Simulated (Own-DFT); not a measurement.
# What a defect does to the pressure of its cell: zincblende GaAs

Source: density functional calculations with Own-DFT, an unreviewed in-house program that is no longer used. Nothing was measured or relaxed, and spin and spin-orbit coupling are left out.

Common settings: PBE; PseudoDojo norm-conserving scalar-relativistic files; cutoff 42 hartree; 3 x 3 x 3 k mesh centred on Gamma; Fermi-Dirac smearing of 0.1 eV.

Known weak points (not all hold for every row): not probed for a lower state with spin; forces not confirmed at this smearing and k mesh; stress not checked against mesh or cutoff.

All runs share one cell, with vectors in Å (10.862, 0.000, 0.000); (0.000, 10.862, 0.000); (0.000, 0.000, 11.796) and a volume of 1391.7 Å³, strained against the parent crystal. u is the rms random offset of the atoms per axis. The defect's site can differ from row to row.

| cell | formula | u (Å) | P (GPa) |
|---|---|---|---|
| no defect | As32Ga32 | 0.0295 | 6.68 |
| no defect | As32Ga32 | 0.0301 | 6.69 |
| no defect | As32Ga32 | 0.0459 | 6.94 |
| one In on a Ga site | As32Ga31In | 0.0269 | ? |
| one In on a Ga site | As32Ga31In | 0.0285 | 7.40 |
| one In on a Ga site | As32Ga31In | 0.0291 | 7.39 |
| one In on a Ga site | As32Ga31In | 0.0338 | 7.47 |
| one P on an As site | As31Ga32P | 0.0326 | 6.34 |
| one P on an As site | As31Ga32P | 0.0459 | 6.71 |
| one P on an As site | As31Ga32P | 0.0513 | 6.76 |
| one Al on a Ga site | AlAs32Ga31 | 0.0291 | 6.65 |
| one Al on a Ga site | AlAs32Ga31 | 0.0328 | 6.71 |
| one Al on a Ga site | AlAs32Ga31 | 0.0531 | 7.17 |
| one As vacancy and one Ga vacancy | As31Ga31 | 0.0294 | 5.94 |
| one As vacancy and one Ga vacancy | As31Ga31 | 0.0458 | 6.13 |
| one As vacancy and one Ga vacancy | As31Ga31 | 0.0514 | 6.24 |

## What the rows give

P = P0 + c u² + a shift for each defect gives P0 = 6.47 GPa, c = 232 ± 18 GPa/Å² and a scatter of 0.05 GPa. The shifts, and each times the cell's volume:

- one In on a Ga site: 0.73 ± 0.04 GPa, 6.3 eV
- one Al on a Ga site: 0.00 ± 0.04 GPa, 0.0 eV (not resolved)
- one P on an As site: -0.32 ± 0.04 GPa, -2.7 eV
- one As vacancy and one Ga vacancy: -0.80 ± 0.04 GPa, -7.0 eV

A positive shift means that the defect pushes the cell outwards. Shift times volume (160.2 GPa Å³ is 1 eV) depends little on the cell's size, so, taken for each site, it can be compared between cells at like pressure. The atoms around the defects weren't relaxed, which would change these numbers.

## Test on the hidden row

Q: what pressure belongs in the blank (one In on a Ga site, u = 0.0269 Å)?

Estimate: 7.37 ± 0.05 GPa. DFT gave 7.38 GPa.
